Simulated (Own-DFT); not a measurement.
# One host, several defects: zincblende GaAs

The numbers are computed, not measured, by runs of the plane-wave DFT program Own-DFT (in-house, retired, unreviewed) at fixed positions, with no spin and no spin-orbit coupling.

Common settings: PBE; PseudoDojo norm-conserving scalar-relativistic files; cutoff 42 hartree; 3 x 3 x 3 k mesh centred on Gamma; Fermi-Dirac smearing of 0.1 eV.

Keep in mind (not all hold for every row): not probed for a lower state with spin; forces not confirmed at this smearing and k mesh; stress not checked against mesh or cutoff.

All runs share one cell, with vectors in Å (10.862, 0.000, 0.000); (0.000, 10.862, 0.000); (0.000, 0.000, 11.796) and a volume of 1391.7 Å³, strained against the parent crystal. Atoms were moved at random from their sites; u is the rms move along one axis. The defect's site can differ from row to row.

| cell | formula | u (Å) | P (GPa) |
|---|---|---|---|
| no defect | As32Ga32 | 0.0295 | 6.66 |
| no defect | As32Ga32 | 0.0486 | 7.02 |
| no defect | As32Ga32 | 0.0501 | 6.99 |
| one As vacancy and one Ga vacancy | As31Ga31 | 0.0314 | 5.96 |
| one As vacancy and one Ga vacancy | As31Ga31 | 0.0508 | 6.31 |
| one As vacancy and one Ga vacancy | As31Ga31 | 0.0567 | 6.49 |
| one P on an As site | As31Ga32P | 0.0299 | 6.34 |
| one P on an As site | As31Ga32P | 0.0308 | 6.42 |
| one P on an As site | As31Ga32P | 0.0460 | ? |
| one P on an As site | As31Ga32P | 0.0467 | 6.77 |
| one In on a Ga site | As32Ga31In | 0.0289 | 7.47 |
| one In on a Ga site | As32Ga31In | 0.0296 | 7.46 |
| one In on a Ga site | As32Ga31In | 0.0318 | 7.51 |
| one Al on a Ga site | AlAs32Ga31 | 0.0329 | 6.70 |
| one Al on a Ga site | AlAs32Ga31 | 0.0466 | 7.08 |
| one Al on a Ga site | AlAs32Ga31 | 0.0490 | 7.00 |

## Fit

P = P0 + c u² + a shift for each defect gives P0 = 6.42 GPa, c = 248 ± 19 GPa/Å² and a scatter of 0.05 GPa. The shifts, and each times the cell's volume:

- one In on a Ga site: 0.83 ± 0.04 GPa, 7.2 eV
- one Al on a Ga site: 0.04 ± 0.04 GPa, 0.3 eV (not resolved)
- one P on an As site: -0.24 ± 0.04 GPa, -2.1 eV
- one As vacancy and one Ga vacancy: -0.73 ± 0.04 GPa, -6.3 eV

Against the defect-free cell, a freed cell would be larger where the shift is positive and smaller where it is negative (160.2 GPa Å³ is 1 eV). The atoms around the defects weren't relaxed, which would change these numbers.

## Withheld run

The question: what pressure belongs in the blank (one P on an As site, u = 0.0460 Å)?

The fitted form gives 6.70 ± 0.06 GPa. DFT gave 6.60 GPa.
